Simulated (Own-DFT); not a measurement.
# Device materials side by side: how hard are they to compress?

Source: density functional calculations with Own-DFT, an unreviewed in-house program that is no longer used. Nothing was measured or relaxed, and spin and spin-orbit coupling are left out.

Known weak points (not all hold for every row): forces on such cells moved up to 12 meV/angstrom on a denser k mesh; forces not confirmed at this smearing and k mesh; k mesh not checked against a denser one; forces on such cells passed a denser k mesh, each cell not checked; stress not checked against mesh or cutoff.

All runs are PBE with PseudoDojo norm-conserving files; cutoff and k mesh are each material's own. Every cell starts from measured lattice constants and was given uniform random strains and small random moves of its atoms. Each triple is the change of volume in per cent, the rms move u in Å and the pressure in GPa.

- 3C SiC (C48Si48), 10.36 Å³/atom unstrained: (-3.36, 0.047, 13.10); (-2.70, 0.049, 12.70); (-1.80, 0.052, 10.02); (-0.52, 0.048, 7.01); (0.09, 0.050, 4.92); (0.47, 0.050, 4.46); (1.65, 0.049, 2.52)
- wurtzite AlN (Al64N64), 10.45 Å³/atom unstrained: (-3.39, 0.049, 13.51); (-1.30, 0.047, 8.81); (-1.26, 0.052, 8.60); (-1.02, 0.051, 8.55); (0.76, 0.051, 4.21); (1.90, 0.049, 2.06); (2.26, 0.048, 0.92)
- wurtzite GaN (Ga36N36), 11.42 Å³/atom unstrained: (-2.66, 0.048, 12.77); (-1.54, 0.054, 10.83); (-0.80, 0.049, 8.44); (1.17, 0.048, 5.03); (1.99, 0.046, 3.00); (2.29, 0.049, 3.22); (2.45, 0.051, 3.01)
- diamond silicon (Si64), 20.02 Å³/atom unstrained: withheld
- zincblende InP (In48P48), 25.27 Å³/atom unstrained: (-2.57, 0.048, 5.58); (-1.15, 0.051, 4.73); (-0.74, 0.052, 4.52); (-0.37, 0.045, 3.79); (0.05, 0.055, 3.92); (0.77, 0.049, 3.24); (3.74, 0.051, 1.11)
- grey tin (Sn64), 34.15 Å³/atom unstrained: (-2.86, 0.047, 5.25); (-2.51, 0.049, 5.10); (-1.45, 0.053, 4.47); (-1.05, 0.052, 4.38); (-0.46, 0.049, 3.98); (1.83, 0.050, 2.91); (1.94, 0.050, 2.74)

## Working it out

Fit a line to each set against the fractional change of volume; B is minus its slope, and u is nearly the same within a set. To take it to zero pressure, assume that B rises by 4 GPa for each GPa: B0 = B - 4 x (mean pressure). The bond length of an ideal tetrahedral crystal with the unstrained volume v is d = (√3/4)(8 v)^(1/3). Cohen's empirical rule reads B0 = (1971 - 220 L) d^(-3.5) GPa, with L = 0 for group IV crystals and SiC and 1 for III-V compounds.

| material | L | d (Å) | B (GPa) | mean P (GPa) | B0 (GPa) | rule (GPa) |
|---|---|---|---|---|---|---|
| 3C SiC (C48Si48) | 0 | 1.888 | 230 ± 12 | 7.8 | 199 ± 12 | 213 |
| wurtzite AlN (Al64N64) | 1 | 1.893 | 220 ± 4 | 6.7 | 193 ± 4 | 188 |
| wurtzite GaN (Ga36N36) | 1 | 1.950 | 196 ± 9 | 6.6 | 170 ± 9 | 169 |
| diamond silicon (Si64) | 0 | 2.352 | ? | ? | ? | 99 |
| zincblende InP (In48P48) | 1 | 2.541 | 72 ± 4 | 3.8 | 57 ± 4 | 67 |
| grey tin (Sn64) | 0 | 2.810 | 51 ± 1 | 4.1 | 35 ± 1 | 53 |

A line through ln[B0/(1971 - 220 L)] against ln d has a slope of -4.4 ± 0.2 and a scatter of 8 %. Against the rule, B0 stands at 93 % for 3C SiC, 103 % for wurtzite AlN, 100 % for wurtzite GaN, 84 % for zincblende InP, 66 % for grey tin. PBE tends to make silicon and heavier crystals too soft, and the rule itself is only a guide.

## Check

Asked: what B0 does the fitted trend give for diamond silicon (Si64)?

The straight line predicts 82 GPa. Its own runs give B = 96 ± 3 GPa at a mean pressure of 2.5 GPa, so B0 = 86 GPa.
